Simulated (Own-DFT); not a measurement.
# Computed records: Hf20Si39 (HfSi2 crystal with one vacancy, atoms displaced)

All values are calculated (Own-DFT development build). A calculation, not a measurement: plane-wave density functional theory by an unreviewed code, no spin, of a simulated periodic cell, stress positive in tension, run twice, with PBE and with PBEsol, both on files made for PBE, so the change isn't that of files made for PBEsol, hafnium file: forces about 75 meV/angstrom off all-electron values; forces on such cells moved up to 12 meV/angstrom on a denser k mesh; the far tail of each file's local potential was reset to the Coulomb form; each entry is a single point on an unrelaxed cell, so the pressure reflects the starting lattice, taken from the Materials Project, from which strain is counted, and rises with the displacements; printed positions are rounded, which can move forces by about a meV/angstrom; the program, named Own-DFT, is a retired in-house code; no spin-orbit coupling; stress was not checked against mesh or cutoff.

Common to all runs: functional PBE, then PBEsol; potential files PseudoDojo norm-conserving, scalar-relativistic, standard set; wave cutoff 42 hartree; occupations cold (Marzari-Vanderbilt); smearing width 0.2 eV; k mesh 4 x 4 x 4 centred on Gamma.

(1) Hf20Si39 (HfSi2 crystal with one vacancy, atoms displaced)

```cif
# cell vector a (Å): -7.2972 7.0724 -1.7824
# cell vector b (Å): 3.6486 7.0873 5.7379
# cell vector c (Å): 3.6486 3.5213 -8.4115
data_Hf20Si39
_symmetry_space_group_name_H-M 'P 1'
_symmetry_Int_Tables_number 1
_cell_length_a 10.3172
_cell_length_b 9.8217
_cell_length_c 9.8217
_cell_angle_alpha 95.948
_cell_angle_beta 82.474
_cell_angle_gamma 82.474
_cell_volume 970.77
loop_
_atom_site_label
_atom_site_type_symbol
_atom_site_fract_x
_atom_site_fract_y
_atom_site_fract_z
_atom_site_occupancy
Hf1 Hf 0.51790 0.55106 0.76028 1
Hf2 Hf 0.27514 0.25828 0.04303 1
Si1 Si 0.43542 0.29459 0.79259 1
Si2 Si 0.37440 0.51272 0.00554 1
Si3 Si 0.27500 0.59342 0.70360 1
Si4 Si 0.51564 0.20573 0.11150 1
Hf3 Hf 0.72743 0.75443 0.96050 1
Hf4 Hf 0.46681 0.45888 0.24164 1
Si5 Si 0.62196 0.50352 0.00147 1
Si6 Si 0.58939 0.70193 0.21015 1
Si7 Si 0.48442 0.80163 0.90278 1
Si8 Si 0.73488 0.41093 0.29434 1
Hf5 Hf 0.92689 0.93964 0.15755 1
Hf6 Hf 0.66863 0.66102 0.45062 1
Si9 Si 0.82503 0.70071 0.19849 1
Si10 Si 0.77420 0.89751 0.39586 1
Si11 Si 0.67221 0.99393 0.10149 1
Si12 Si 0.91976 0.60463 0.48979 1
Hf7 Hf 0.02019 0.54038 0.75733 1
Hf8 Hf 0.77098 0.25576 0.05041 1
Si13 Si 0.92232 0.30424 0.79784 1
Si14 Si 0.87128 0.50200 0.00463 1
Si15 Si 0.77555 0.59401 0.70873 1
Si16 Si 0.02684 0.20428 0.10036 1
Hf9 Hf 0.22531 0.73373 0.95751 1
Hf10 Hf 0.98483 0.45903 0.24346 1
Si17 Si 0.12794 0.50732 0.00167 1
Si18 Si 0.07557 0.70663 0.19524 1
Si19 Si 0.97221 0.80120 0.90649 1
Si20 Si 0.23236 0.40505 0.29815 1
Hf11 Hf 0.42403 0.94143 0.14681 1
Hf12 Hf 0.17722 0.66022 0.44215 1
Si21 Si 0.31909 0.70355 0.19907 1
Si22 Si 0.28122 0.90188 0.40309 1
Si23 Si 0.17025 0.00279 0.10242 1
Si24 Si 0.41912 0.59939 0.49290 1
Hf13 Hf 0.62574 0.14623 0.36380 1
Hf14 Hf 0.36867 0.86174 0.64536 1
Si25 Si 0.52089 0.89698 0.40274 1
Si26 Si 0.47298 0.10957 0.60334 1
Si27 Si 0.37341 0.19922 0.29795 1
Si28 Si 0.62802 0.79801 0.70114 1
Hf15 Hf 0.82331 0.34688 0.55592 1
Hf16 Hf 0.57162 0.05766 0.84438 1
Si29 Si 0.72066 0.11088 0.59444 1
Si30 Si 0.67650 0.29403 0.79570 1
Si31 Si 0.57434 0.39724 0.50580 1
Si32 Si 0.82396 0.00295 0.89694 1
Hf17 Hf 0.12418 0.13938 0.36013 1
Hf18 Hf 0.87485 0.86288 0.65156 1
Si33 Si 0.02027 0.90800 0.39804 1
Si34 Si 0.97517 0.10143 0.58952 1
Si35 Si 0.87691 0.18862 0.30156 1
Si36 Si 0.12778 0.81157 0.69859 1
Hf19 Hf 0.32504 0.35060 0.55607 1
Hf20 Hf 0.07978 0.05455 0.83342 1
Si37 Si 0.22495 0.09544 0.59997 1
Si38 Si 0.07856 0.39985 0.49953 1
Si39 Si 0.32502 0.99308 0.89017 1
```

The calculation gives: PBE pressure 3.2 GPa; PBE stress xx -2.94 GPa; PBE stress yy -3.56 GPa; PBE stress zz -3.1 GPa; PBE stress yz 0.24 GPa; PBE stress xz 0.13 GPa; PBE stress xy -0.06 GPa; PBEsol pressure 0 GPa; PBEsol stress xx -0.06 GPa; PBEsol stress yy -0.26 GPa; PBEsol stress zz 0.32 GPa; PBEsol stress yz 0.26 GPa; PBEsol stress xz 0.13 GPa; PBEsol stress xy -0.06 GPa; rms change of force components from PBE to PBEsol 0.028 eV/Å.

Force:
```csv
force element,PBE force x (eV/Å),PBE force y (eV/Å),PBE force z (eV/Å),PBEsol force x (eV/Å),PBEsol force y (eV/Å),PBEsol force z (eV/Å)
Hf,-1.157,0.168,-0.025,-1.149,0.175,0.013
Hf,-0.186,0.263,0.012,-0.177,0.277,-0.083
Si,1.458,0.24,0.023,1.479,0.249,0.021
Si,-0.73,-1.012,-0.501,-0.731,-1.021,-0.483
Si,0.808,-0.342,0.091,0.806,-0.345,0.036
Si,-2.344,-0.006,1.188,-2.35,0.018,1.254
Hf,-0.727,-1.372,-0.362,-0.713,-1.345,-0.322
Hf,-1.081,1.539,-0.589,-1.065,1.506,-0.619
Si,-0.18,0.042,-0.068,-0.175,0.034,-0.069
Si,0.631,-1.146,0.947,0.641,-1.163,0.939
Si,0.607,-1.105,-0.308,0.61,-1.094,-0.38
Si,0.744,-0.673,-0.338,0.738,-0.644,-0.294
Hf,0.678,0.018,1.077,0.68,0.026,1.082
Hf,-0.774,-0.265,-0.371,-0.778,-0.268,-0.384
Si,-0.187,0.318,-0.444,-0.205,0.337,-0.437
Si,0.313,0.378,-0.377,0.323,0.376,-0.365
Si,0.705,1.052,-0.065,0.696,1.017,-0.115
Si,0.137,0.987,-0.583,0.139,0.975,-0.525
Hf,0.113,1.06,0.453,0.14,1.063,0.508
Hf,-0.152,-0.14,0.444,-0.148,-0.145,0.404
Si,-0.274,-0.041,-0.598,-0.283,-0.032,-0.582
Si,-0.527,-0.114,0.024,-0.539,-0.11,0.024
Si,0.087,-0.049,0.112,0.074,-0.061,0.052
Si,0.033,-0.224,0.942,0.053,-0.195,0.994
Hf,0.61,1.738,2.186,0.606,1.727,2.179
Hf,0.456,-0.785,0.01,0.462,-0.786,-0.019
Si,-0.242,-1.015,-0.372,-0.244,-1.007,-0.362
Si,-0.175,-0.26,-0.906,-0.162,-0.257,-0.884
Si,-1.204,0.007,0.03,-1.197,-0.009,-0.03
Si,0.832,-0.725,0.469,0.827,-0.686,0.536
Hf,0.723,0.837,-0.767,0.713,0.847,-0.721
Hf,0.829,-0.488,-0.161,0.8,-0.494,-0.193
Si,-0.124,0.476,-0.227,-0.13,0.487,-0.234
Si,0.324,-0.399,0.397,0.335,-0.419,0.393
Si,-1.159,-0.202,-0.316,-1.162,-0.214,-0.38
Si,0.053,0.939,-0.211,0.053,0.929,-0.147
Hf,-0.332,-0.907,1.399,-0.328,-0.884,1.41
Hf,-1.949,-0.064,-0.57,-1.923,-0.072,-0.584
Si,-0.025,0.516,0.475,-0.023,0.531,0.451
Si,-0.179,-0.675,-0.14,-0.192,-0.687,-0.127
Si,0.869,-0.293,-1.531,0.887,-0.318,-1.597
Si,0.287,0.275,0.705,0.275,0.286,0.769
Hf,-0.44,0.011,0.515,-0.434,0.014,0.531
Hf,-0.363,0.32,-0.473,-0.363,0.306,-0.505
Si,-0.487,-0.253,-1.268,-0.496,-0.258,-1.233
Si,0.505,0.669,-0.092,0.505,0.676,-0.096
Si,-0.066,0.226,0.295,-0.072,0.21,0.236
Si,0.497,0.776,0.23,0.492,0.774,0.291
Hf,-0.363,0.578,1.556,-0.356,0.568,1.572
Hf,-0.766,-0.943,0.589,-0.753,-0.939,0.545
Si,-0.36,-0.33,-0.875,-0.377,-0.321,-0.854
Si,0.638,0.365,-0.881,0.635,0.378,-0.87
Si,0.869,0.547,0.053,0.869,0.515,-0.01
Si,-0.225,-1.412,-0.257,-0.223,-1.366,-0.2
Hf,-0.837,-0.742,-0.251,-0.859,-0.708,-0.174
Hf,1.639,0.036,-0.522,1.608,-0.02,-0.578
Si,0.289,0.586,0.691,0.299,0.578,0.669
Si,0.554,-0.07,-0.438,0.555,-0.084,-0.482
Si,1.326,1.086,-0.023,1.307,1.074,0.034
```

(2) Hf20Si39 (HfSi2 crystal with one vacancy, atoms displaced)

```cif
# cell vector a (Å): -7.2972 7.0724 -1.7824
# cell vector b (Å): 3.6486 7.0873 5.7379
# cell vector c (Å): 3.6486 3.5213 -8.4115
data_Hf20Si39
_symmetry_space_group_name_H-M 'P 1'
_symmetry_Int_Tables_number 1
_cell_length_a 10.3172
_cell_length_b 9.8217
_cell_length_c 9.8217
_cell_angle_alpha 95.948
_cell_angle_beta 82.474
_cell_angle_gamma 82.474
_cell_volume 970.77
loop_
_atom_site_label
_atom_site_type_symbol
_atom_site_fract_x
_atom_site_fract_y
_atom_site_fract_z
_atom_site_occupancy
Hf1 Hf 0.52373 0.54000 0.75524 1
Hf2 Hf 0.28218 0.25476 0.04747 1
Si1 Si 0.42890 0.29881 0.79959 1
Si2 Si 0.37761 0.49939 0.99515 1
Si3 Si 0.27989 0.59076 0.70029 1
Si4 Si 0.51584 0.21167 0.09851 1
Hf3 Hf 0.71152 0.74269 0.95709 1
Hf4 Hf 0.47647 0.45220 0.24119 1
Si5 Si 0.62824 0.49893 0.00557 1
Si6 Si 0.58098 0.70848 0.20235 1
Si7 Si 0.47956 0.80063 0.90219 1
Si8 Si 0.72952 0.40131 0.29374 1
Hf5 Hf 0.92239 0.94472 0.15090 1
Hf6 Hf 0.67961 0.65691 0.43962 1
Si9 Si 0.82843 0.70064 0.19358 1
Si10 Si 0.77294 0.90356 0.40278 1
Si11 Si 0.67237 0.98804 0.09586 1
Si12 Si 0.92900 0.60261 0.49518 1
Hf7 Hf 0.03288 0.54817 0.75569 1
Hf8 Hf 0.77356 0.25529 0.04230 1
Si13 Si 0.93004 0.29702 0.80735 1
Si14 Si 0.86823 0.49936 0.00242 1
Si15 Si 0.77738 0.60068 0.69560 1
Si16 Si 0.02080 0.20101 0.09915 1
Hf9 Hf 0.22330 0.74296 0.95319 1
Hf10 Hf 0.97748 0.45633 0.24657 1
Si17 Si 0.12459 0.49670 0.00058 1
Si18 Si 0.07567 0.71275 0.20056 1
Si19 Si 0.23055 0.40405 0.29821 1
Hf11 Hf 0.42528 0.94504 0.15707 1
Hf12 Hf 0.17686 0.65595 0.44778 1
Si20 Si 0.32615 0.69670 0.20834 1
Si21 Si 0.27237 0.89584 0.38356 1
Si22 Si 0.17253 0.99744 0.09696 1
Si23 Si 0.42474 0.59753 0.49517 1
Hf13 Hf 0.62500 0.14014 0.35639 1
Hf14 Hf 0.37672 0.86239 0.64801 1
Si24 Si 0.52649 0.90618 0.39652 1
Si25 Si 0.47241 0.10327 0.59970 1
Si26 Si 0.37966 0.20454 0.30768 1
Si27 Si 0.61558 0.81496 0.70451 1
Hf15 Hf 0.81622 0.34240 0.55089 1
Hf16 Hf 0.57412 0.05126 0.84378 1
Si28 Si 0.72723 0.10116 0.60261 1
Si29 Si 0.67696 0.29380 0.80151 1
Si30 Si 0.57324 0.38728 0.50806 1
Si31 Si 0.82202 0.00271 0.89507 1
Hf17 Hf 0.12282 0.14154 0.36840 1
Hf18 Hf 0.86709 0.85528 0.64972 1
Si32 Si 0.01741 0.90354 0.40051 1
Si33 Si 0.98013 0.09860 0.59950 1
Si34 Si 0.87072 0.18669 0.30235 1
Si35 Si 0.12821 0.79962 0.70363 1
Hf19 Hf 0.33345 0.34155 0.56073 1
Hf20 Hf 0.07241 0.05145 0.84329 1
Si36 Si 0.22602 0.09617 0.59675 1
Si37 Si 0.17121 0.30106 0.80588 1
Si38 Si 0.08543 0.40300 0.50924 1
Si39 Si 0.32521 0.00288 0.89783 1
```

It finds PBE pressure 2.51 GPa; PBE stress xx -2.82 GPa; PBE stress yy -2.91 GPa; PBE stress zz -1.81 GPa; PBE stress yz 0.22 GPa; PBE stress xz 0.12 GPa; PBE stress xy 0.31 GPa; PBEsol pressure -0.68 GPa; PBEsol stress xx 0.06 GPa; PBEsol stress yy 0.35 GPa; PBEsol stress zz 1.61 GPa; PBEsol stress yz 0.26 GPa; PBEsol stress xz 0.14 GPa; PBEsol stress xy 0.31 GPa; rms change of force components from PBE to PBEsol 0.027 eV/Å.

Force:
```csv
force element,PBE force x (eV/Å),PBE force y (eV/Å),PBE force z (eV/Å),PBEsol force x (eV/Å),PBEsol force y (eV/Å),PBEsol force z (eV/Å)
Hf,-0.255,0.949,0.163,-0.248,0.934,0.189
Hf,1.158,-1.244,0.384,1.143,-1.232,0.34
Si,0.155,-0.048,-0.302,0.159,-0.053,-0.291
Si,0.409,0.054,-0.269,0.406,0.059,-0.264
Si,0.747,0.492,0.123,0.745,0.462,0.056
Si,-2.113,0.102,-0.526,-2.106,0.113,-0.46
Hf,-1.641,0.895,0.194,-1.585,0.871,0.215
Hf,0.333,1.061,-0.196,0.332,1.024,-0.234
Si,0.268,-0.39,0.582,0.278,-0.396,0.573
Si,0.081,-0.744,-0.295,0.076,-0.742,-0.275
Si,1.351,-1.421,-0.618,1.347,-1.411,-0.687
Si,0.565,-0.177,-0.109,0.568,-0.158,-0.057
Hf,0.192,-0.019,0.122,0.217,0.025,0.122
Hf,0.745,-0.181,-0.668,0.731,-0.183,-0.696
Si,0.061,0.117,-0.149,0.07,0.124,-0.156
Si,-0.33,-0.202,-0.099,-0.325,-0.21,-0.093
Si,0.609,1.156,0.157,0.621,1.114,0.102
Si,0.17,0.064,0.169,0.163,0.079,0.234
Hf,0.648,-0.644,-0.074,0.601,-0.651,-0.05
Hf,0.067,-0.328,-0.658,0.064,-0.323,-0.678
Si,0.104,-0.199,0.897,0.108,-0.214,0.872
Si,-0.505,0.64,0.315,-0.508,0.63,0.297
Si,0.553,0.231,-0.529,0.569,0.209,-0.567
Si,-0.281,0.547,0.206,-0.274,0.547,0.273
Hf,-0.448,0.387,0.028,-0.467,0.41,0.047
Hf,-0.181,-0.182,-0.002,-0.168,-0.193,-0.036
Si,0.205,0.423,0.214,0.213,0.427,0.203
Si,-0.461,-0.728,-0.358,-0.466,-0.724,-0.349
Si,0.629,-0.239,0.228,0.622,-0.215,0.297
Hf,0.176,-0.24,0.567,0.162,-0.228,0.588
Hf,0.108,-0.008,0.291,0.095,-0.026,0.25
Si,-0.509,-0.331,0.911,-0.527,-0.343,0.889
Si,0.582,0.778,-1.115,0.594,0.79,-1.091
Si,0.259,0.025,-0.469,0.254,0.006,-0.529
Si,-0.435,0.791,0.075,-0.436,0.786,0.137
Hf,-0.105,0.166,0.738,-0.097,0.175,0.753
Hf,-0.37,-1.411,0.25,-0.361,-1.393,0.201
Si,0.229,-0.445,-0.692,0.235,-0.435,-0.675
Si,-0.404,-0.041,-0.527,-0.403,-0.039,-0.518
Si,0.036,-1.081,-0.349,0.03,-1.071,-0.42
Si,-2.42,-0.891,0.401,-2.415,-0.851,0.459
Hf,-0.945,1.555,-0.686,-0.934,1.533,-0.641
Hf,0.933,1.067,0.236,0.917,1.038,0.193
Si,0.027,-0.266,-0.001,0.025,-0.27,-0.001
Si,0.211,0.198,0.436,0.21,0.205,0.424
Si,-0.342,0.51,0.726,-0.346,0.485,0.662
Si,-0.674,-0.051,-1.047,-0.694,-0.036,-0.972
Hf,-0.661,0.038,2.231,-0.657,0.037,2.228
Hf,-0.951,0.397,0.356,-0.937,0.366,0.365
Si,-0.191,0.015,-0.357,-0.186,0.027,-0.352
Si,0.749,-0.273,-0.297,0.742,-0.269,-0.294
Si,-0.015,0.786,-0.185,-0.007,0.749,-0.246
Si,0.75,-0.653,-0.506,0.765,-0.626,-0.454
Hf,0.968,-0.812,0.633,0.96,-0.79,0.663
Hf,-0.011,0.602,-0.203,-0.006,0.623,-0.208
Si,0.117,0.306,-0.443,0.112,0.301,-0.438
Si,-0.482,-0.04,0.015,-0.501,-0.035,0.019
Si,0.356,-1.147,-0.14,0.351,-1.129,-0.202
Si,0.18,0.082,0.224,0.169,0.096,0.285
```

(3) Hf20Si39 (HfSi2 crystal with one vacancy, atoms displaced)

```cif
# cell vector a (Å): -7.2972 7.0724 -1.7824
# cell vector b (Å): 3.6486 7.0873 5.7379
# cell vector c (Å): 3.6486 3.5213 -8.4115
data_Hf20Si39
_symmetry_space_group_name_H-M 'P 1'
_symmetry_Int_Tables_number 1
_cell_length_a 10.3172
_cell_length_b 9.8217
_cell_length_c 9.8217
_cell_angle_alpha 95.948
_cell_angle_beta 82.474
_cell_angle_gamma 82.474
_cell_volume 970.77
loop_
_atom_site_label
_atom_site_type_symbol
_atom_site_fract_x
_atom_site_fract_y
_atom_site_fract_z
_atom_site_occupancy
Hf1 Hf 0.51977 0.54259 0.74895 1
Hf2 Hf 0.27042 0.25832 0.04278 1
Si1 Si 0.42780 0.29459 0.80451 1
Si2 Si 0.37651 0.50160 0.00061 1
Si3 Si 0.27944 0.59172 0.69968 1
Si4 Si 0.52417 0.20737 0.09379 1
Hf3 Hf 0.71639 0.74177 0.95286 1
Hf4 Hf 0.46365 0.45319 0.24899 1
Si5 Si 0.62600 0.49821 0.00278 1
Si6 Si 0.57553 0.69598 0.20602 1
Si7 Si 0.47622 0.80479 0.90627 1
Si8 Si 0.72138 0.39807 0.29076 1
Hf5 Hf 0.92268 0.94398 0.15880 1
Hf6 Hf 0.67222 0.65353 0.43906 1
Si9 Si 0.82978 0.71132 0.20262 1
Si10 Si 0.78109 0.90239 0.39307 1
Si11 Si 0.67949 0.99557 0.09487 1
Si12 Si 0.92383 0.60904 0.49860 1
Hf7 Hf 0.02968 0.55184 0.75416 1
Hf8 Hf 0.77659 0.25001 0.03956 1
Si13 Si 0.93155 0.29875 0.79197 1
Si14 Si 0.76988 0.60112 0.70512 1
Si15 Si 0.03653 0.20048 0.10075 1
Hf9 Hf 0.21866 0.74997 0.95467 1
Hf10 Hf 0.97751 0.45928 0.23948 1
Si16 Si 0.12521 0.50507 0.00901 1
Si17 Si 0.06787 0.70406 0.20419 1
Si18 Si 0.97816 0.79123 0.89902 1
Si19 Si 0.21789 0.39596 0.29757 1
Hf11 Hf 0.43029 0.94386 0.14932 1
Hf12 Hf 0.17751 0.65720 0.44084 1
Si20 Si 0.32655 0.70183 0.20281 1
Si21 Si 0.27178 0.89260 0.39180 1
Si22 Si 0.17570 0.99225 0.10351 1
Si23 Si 0.41856 0.60020 0.49459 1
Hf13 Hf 0.62665 0.14781 0.35644 1
Hf14 Hf 0.37967 0.85805 0.64060 1
Si24 Si 0.52286 0.89917 0.40485 1
Si25 Si 0.47166 0.09895 0.60074 1
Si26 Si 0.37622 0.18561 0.30331 1
Si27 Si 0.62447 0.80082 0.69528 1
Hf15 Hf 0.82326 0.33996 0.55698 1
Hf16 Hf 0.58049 0.05209 0.84008 1
Si28 Si 0.72555 0.09555 0.59871 1
Si29 Si 0.67929 0.29569 0.79776 1
Si30 Si 0.57010 0.39528 0.49723 1
Si31 Si 0.82171 0.99805 0.89869 1
Hf17 Hf 0.12360 0.13715 0.34312 1
Hf18 Hf 0.87289 0.85257 0.64810 1
Si32 Si 0.02354 0.89274 0.40437 1
Si33 Si 0.97514 0.09217 0.59829 1
Si34 Si 0.87921 0.20215 0.31023 1
Si35 Si 0.13027 0.80479 0.70930 1
Hf19 Hf 0.32523 0.34911 0.55266 1
Hf20 Hf 0.08809 0.05439 0.84606 1
Si36 Si 0.22440 0.10086 0.59228 1
Si37 Si 0.16834 0.29461 0.80603 1
Si38 Si 0.07605 0.40127 0.50189 1
Si39 Si 0.32752 0.00284 0.89601 1
```

Results for Hf20Si39 (HfSi2 crystal with one vacancy, atoms displaced): PBE pressure 2.82 GPa; PBE stress xx -2.7 GPa; PBE stress yy -3.51 GPa; PBE stress zz -2.24 GPa; PBE stress yz 0.24 GPa; PBE stress xz 0.24 GPa; PBE stress xy 0.05 GPa; PBEsol pressure -0.38 GPa; PBEsol stress xx 0.17 GPa; PBEsol stress yy -0.21 GPa; PBEsol stress zz 1.18 GPa; PBEsol stress yz 0.27 GPa; PBEsol stress xz 0.25 GPa; PBEsol stress xy 0.05 GPa; rms change of force components from PBE to PBEsol 0.028 eV/Å.

Force:
```csv
force element,PBE force x (eV/Å),PBE force y (eV/Å),PBE force z (eV/Å),PBEsol force x (eV/Å),PBEsol force y (eV/Å),PBEsol force z (eV/Å)
Hf,-0.238,0.837,-0.757,-0.238,0.837,-0.708
Hf,-1.071,0.709,-0.64,-1.053,0.687,-0.669
Si,0.152,-0.018,0.688,0.158,-0.023,0.673
Si,0.123,-0.168,0.193,0.124,-0.172,0.19
Si,1.274,0.221,-0.186,1.267,0.197,-0.248
Si,-0.184,-0.263,-0.129,-0.185,-0.244,-0.078
Hf,-0.169,1.161,-0.603,-0.136,1.171,-0.51
Hf,-0.769,0.346,0.383,-0.761,0.342,0.34
Si,-0.141,-0.074,0.058,-0.153,-0.068,0.055
Si,-0.242,-0.229,0.704,-0.249,-0.217,0.688
Si,-0.526,-1.439,0.088,-0.531,-1.421,0.019
Si,-0.133,0.632,0.46,-0.119,0.625,0.505
Hf,-0.473,0.867,0.966,-0.472,0.863,0.968
Hf,0.103,0.441,-0.628,0.114,0.432,-0.65
Si,-0.071,-1.399,-0.165,-0.074,-1.408,-0.153
Si,0.718,-0.498,-0.697,0.726,-0.488,-0.676
Si,1.26,0.16,-0.642,1.27,0.139,-0.697
Si,-0.382,-0.552,0.033,-0.378,-0.524,0.087
Hf,-0.546,-1.273,-0.444,-0.562,-1.236,-0.359
Hf,-0.118,0.188,-0.084,-0.107,0.127,-0.144
Si,0.514,-0.047,-0.471,0.527,-0.053,-0.457
Si,-1.073,-0.245,-0.692,-1.069,-0.256,-0.741
Si,1.466,-1.169,0.966,1.445,-1.126,1.001
Hf,-1.204,0.46,-0.921,-1.188,0.461,-0.858
Hf,0.948,-0.155,-0.715,0.928,-0.132,-0.784
Si,-0.253,-0.347,0.801,-0.247,-0.355,0.786
Si,-0.831,0.018,0.069,-0.838,0.025,0.067
Si,1.734,-0.27,-0.521,1.722,-0.28,-0.576
Si,-0.508,0.54,0.176,-0.526,0.544,0.241
Hf,0.597,-0.079,-0.663,0.597,-0.081,-0.618
Hf,0.622,-0.583,-0.648,0.608,-0.585,-0.666
Si,-0.281,-0.364,0.365,-0.28,-0.38,0.357
Si,0.192,0.901,-0.041,0.198,0.902,-0.043
Si,-0.468,-0.061,-0.042,-0.471,-0.078,-0.099
Si,-0.408,0.89,0.228,-0.411,0.888,0.29
Hf,-0.539,-0.767,0.016,-0.53,-0.746,0.05
Hf,0.448,-0.734,-0.372,0.446,-0.729,-0.397
Si,-0.395,0.147,0.645,-0.394,0.143,0.626
Si,-0.121,0.297,0.28,-0.123,0.298,0.271
Si,0.459,0.35,0.305,0.458,0.333,0.256
Si,0.065,-0.068,0.294,0.079,-0.05,0.354
Hf,0.172,0.482,0.713,0.166,0.475,0.733
Hf,0.726,-0.07,-0.048,0.715,-0.08,-0.084
Si,0.042,0.075,0.163,0.048,0.069,0.157
Si,0.376,0.174,0.036,0.365,0.178,0.031
Si,-0.179,0.668,-0.341,-0.174,0.638,-0.392
Si,-1.312,0.75,0.388,-1.311,0.748,0.458
Hf,0.603,1.505,-1.391,0.596,1.496,-1.334
Hf,-0.362,0.471,0.368,-0.36,0.455,0.333
Si,0.139,0.432,0.486,0.132,0.428,0.47
Si,0.253,0.51,0.036,0.256,0.5,0.036
Si,-0.203,-1.005,0.484,-0.209,-1.001,0.421
Si,-0.792,-0.831,1.107,-0.796,-0.792,1.146
Hf,-0.19,-1.009,-0.754,-0.194,-0.979,-0.694
Hf,1.156,-1.311,0.562,1.135,-1.299,0.522
Si,0.033,0.084,-0.276,0.031,0.084,-0.273
Si,-0.252,0.902,0.979,-0.258,0.909,0.943
Si,0.383,-0.653,-0.256,0.392,-0.653,-0.317
Si,-0.123,0.459,0.087,-0.104,0.462,0.151
```
